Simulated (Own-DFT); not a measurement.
# A pressure from energies alone: monoclinic HfO2, 94 atoms (Hf32O62), with two O vacancies

All values are computed. Each geometry was run twice at fixed positions with Own-DFT, a retired in-house plane-wave program that no person has reviewed: with PBE, and with HSE06 (exact exchange share 0.25 at short range, screening 0.11 per bohr, Gygi-Baldereschi treatment of its divergence). Both used PseudoDojo norm-conserving files made for PBE, a cutoff of 48 hartree, the Gamma point alone, fixed occupations, a neutral cell and no spin. One k point on a cell 10.1 Å thick isn't converged, and results move with the size of the cell. The hafnium file keeps the 4f electrons in the core, and its forces lie about 75 meV/Å off all-electron values. The oxygen file's force components were 24 meV/Å off all-electron values in a glass.

Unstrained cell vectors in Å: (10.234, 0.000, 0.000); (0.000, 10.350, 0.000); (-1.695, 0.000, 10.445), volume V0 = 1106.4 Å³, from measured lattice constants. Each geometry has its own random strain of a few per cent, its own defect sites and random moves of rms u per axis. HSE06 gave the energy alone. D is its energy less that of PBE, over the lowest D shown. The PBE stress wasn't checked against mesh or cutoff.

| run | V - V0 (Å³) | u (Å) | P with PBE (GPa) | D (eV) |
|---|---|---|---|---|
| 1 | -25.4 | 0.0303 | 10.88 | 0.236 |
| 2 | -35.0 | 0.0538 | 14.50 | 0.224 |
| 3 | 37.6 | 0.0306 | -3.64 | 1.786 |
| 4 | 0.8 | 0.0298 | 3.30 | 0.857 |
| 5 | -13.5 | 0.0299 | 7.81 | 0.481 |
| 6 | -16.2 | 0.0311 | 7.97 | 0.401 |
| 7 | -36.9 | 0.0287 | 12.61 | 0.000 |
| 8 | -30.3 | 0.0504 | 12.91 | 0.285 |
| 9 | 7.6 | 0.0290 | 2.82 | 1.035 |
| 10 | -3.4 | 0.0470 | 5.44 | 1.022 |
| 11 | -25.6 | 0.0291 | 10.43 | 0.165 |
| 12 | -26.0 | 0.0482 | 11.79 | 0.410 |
| 13 | -22.3 | 0.0509 | 9.50 | 0.494 |
| 14 | -4.0 | 0.0483 | 6.90 | ? |

## Worked fit

D = 0.73 + 0.0249 (V - V0) + 134 u² eV, with an error of 0.0007 on the volume slope, 17 on the last term and a scatter of 0.05 eV. Pressure is -dE/dV, and 1 eV/Å³ is 160.2 GPa, so HSE06 changes the pressure by -4.0 ± 0.1 GPa. With the ions held to the strained lattice, the PBE pressure falls by 256 ± 11 GPa per unit of volume strain; the shape of the strain isn't fitted, so the true error is larger, and a relaxed crystal would be softer. On that slope HSE06's volume at a given pressure is about 1.6 % smaller, or 0.5 % in lengths. At u = 0 and V0 the PBE pressure is 3.9 GPa, which puts the zero-pressure volume, against the measured cell and with the defects in, at +1.5 % for PBE and -0.1 % for HSE06, each good to a few tenths of a per cent.

## The run left out

The question: what D should run 14 give?

From the fit: 0.94 eV, with rows scattering by 0.05. Computed: 0.825 eV.
